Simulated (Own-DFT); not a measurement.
# Point defects and the pressure they add: zincblende GaAs

Calculated, not measured: single-point runs of Own-DFT, a retired in-house plane-wave DFT program that no person has reviewed, on unrelaxed cells, without spin or spin-orbit coupling.

Method: PBE; PseudoDojo norm-conserving scalar-relativistic files; cutoff 42 hartree; 3 x 3 x 3 k mesh centred on Gamma; Fermi-Dirac smearing of 0.1 eV.

Caveats (not all hold for every row): not probed for a lower state with spin; forces not confirmed at this smearing and k mesh; stress not checked against mesh or cutoff.

All runs share one cell, with vectors in Å (11.737, 0.000, 0.000); (0.000, 11.737, 0.000); (0.000, 0.000, 10.833) and a volume of 1492.4 Å³, strained against the parent crystal. The atoms are randomly displaced, by u rms on each axis. The defect's site can differ from row to row.

```
                             cell     formula   u (Å)  P (GPa)
                        no defect    As32Ga32  0.0283     1.25
                        no defect    As32Ga32  0.0304     1.25
                        no defect    As32Ga32  0.0535     1.62
              one Al on a Ga site  AlAs32Ga31  0.0299     1.22
              one Al on a Ga site  AlAs32Ga31  0.0508     1.56
              one Al on a Ga site  AlAs32Ga31  0.0544     1.60
              one In on a Ga site  As32Ga31In  0.0468     2.07
              one In on a Ga site  As32Ga31In  0.0504     2.19
              one In on a Ga site  As32Ga31In  0.0530     2.26
              one P on an As site   As31Ga32P  0.0301     1.00
              one P on an As site   As31Ga32P  0.0323     1.01
              one P on an As site   As31Ga32P  0.0324     1.03
one As vacancy and one Ga vacancy    As31Ga31  0.0301     0.91
one As vacancy and one Ga vacancy    As31Ga31  0.0310        ?
one As vacancy and one Ga vacancy    As31Ga31  0.0495     1.22
one As vacancy and one Ga vacancy    As31Ga31  0.0527     1.24
```

## Fit

P = P0 + c u² + a shift for each defect gives P0 = 1.08 GPa, c = 189 ± 8 GPa/Å² and a scatter of 0.02 GPa. The shifts, and each times the cell's volume:

- one In on a Ga site: 0.61 ± 0.02 GPa, 5.7 eV
- one Al on a Ga site: -0.03 ± 0.02 GPa, -0.3 eV (not resolved)
- one P on an As site: -0.26 ± 0.02 GPa, -2.4 eV
- one As vacancy and one Ga vacancy: -0.35 ± 0.02 GPa, -3.3 eV

A positive shift means that the defect pushes the cell outwards. Shift times volume (160.2 GPa Å³ is 1 eV) depends little on the cell's size, so, taken for each site, it can be compared between cells at like pressure. The atoms around the defects weren't relaxed, which would change these numbers.

## The run left out

Question: what pressure belongs in the blank (one As vacancy and one Ga vacancy, u = 0.0310 Å)?

The fit gives 0.92 ± 0.03 GPa. The run itself gave 0.92 GPa.
